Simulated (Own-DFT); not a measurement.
# What a defect does to the pressure of its cell: zincblende GaAs

No measurement is shown. These are fixed-geometry runs of a retired plane-wave code named Own-DFT, which no person has reviewed; spin and spin-orbit coupling are neglected.

All runs used: PBE; PseudoDojo norm-conserving scalar-relativistic files; cutoff 42 hartree; 3 x 3 x 3 k mesh centred on Gamma; Fermi-Dirac smearing of 0.1 eV.

Keep in mind (not all hold for every row): not probed for a lower state with spin; forces not confirmed at this smearing and k mesh; stress not checked against mesh or cutoff.

All runs share one cell, with vectors in Å (11.737, 0.000, 0.000); (0.000, 11.737, 0.000); (0.000, 0.000, 10.833) and a volume of 1492.4 Å³, strained against the parent crystal. u is the rms random offset of the atoms per axis. The defect's site can differ from row to row.

```
cell,formula,u (Å),P (GPa)
no defect,As32Ga32,0.0298,1.25
no defect,As32Ga32,0.0304,1.26
no defect,As32Ga32,0.0513,1.55
one As vacancy and one Ga vacancy,As31Ga31,0.0280,0.89
one As vacancy and one Ga vacancy,As31Ga31,0.0290,?
one As vacancy and one Ga vacancy,As31Ga31,0.0488,1.03
one As vacancy and one Ga vacancy,As31Ga31,0.0539,1.20
one Al on a Ga site,AlAs32Ga31,0.0292,1.22
one Al on a Ga site,AlAs32Ga31,0.0462,1.48
one Al on a Ga site,AlAs32Ga31,0.0525,1.52
```

## What the rows give

P = P0 + c u² + a shift for each defect gives P0 = 1.13 GPa, c = 154 ± 17 GPa/Å² and a scatter of 0.04 GPa. The shifts, and each times the cell's volume:

- one Al on a Ga site: -0.02 ± 0.04 GPa, -0.1 eV (not resolved)
- one As vacancy and one Ga vacancy: -0.40 ± 0.04 GPa, -3.7 eV

Positive is outwards. The product with the volume (160.2 GPa Å³ to the eV) is nearly free of the cell's size; divided by the bulk modulus at the cell's pressure it gives the volume that the defect adds. The atoms around the defects weren't relaxed, which would change these numbers.

## Prediction

Asked: what pressure belongs in the blank (one As vacancy and one Ga vacancy, u = 0.0290 Å)?

From the fit: 0.86 ± 0.05 GPa. The hidden result is 0.93 GPa.
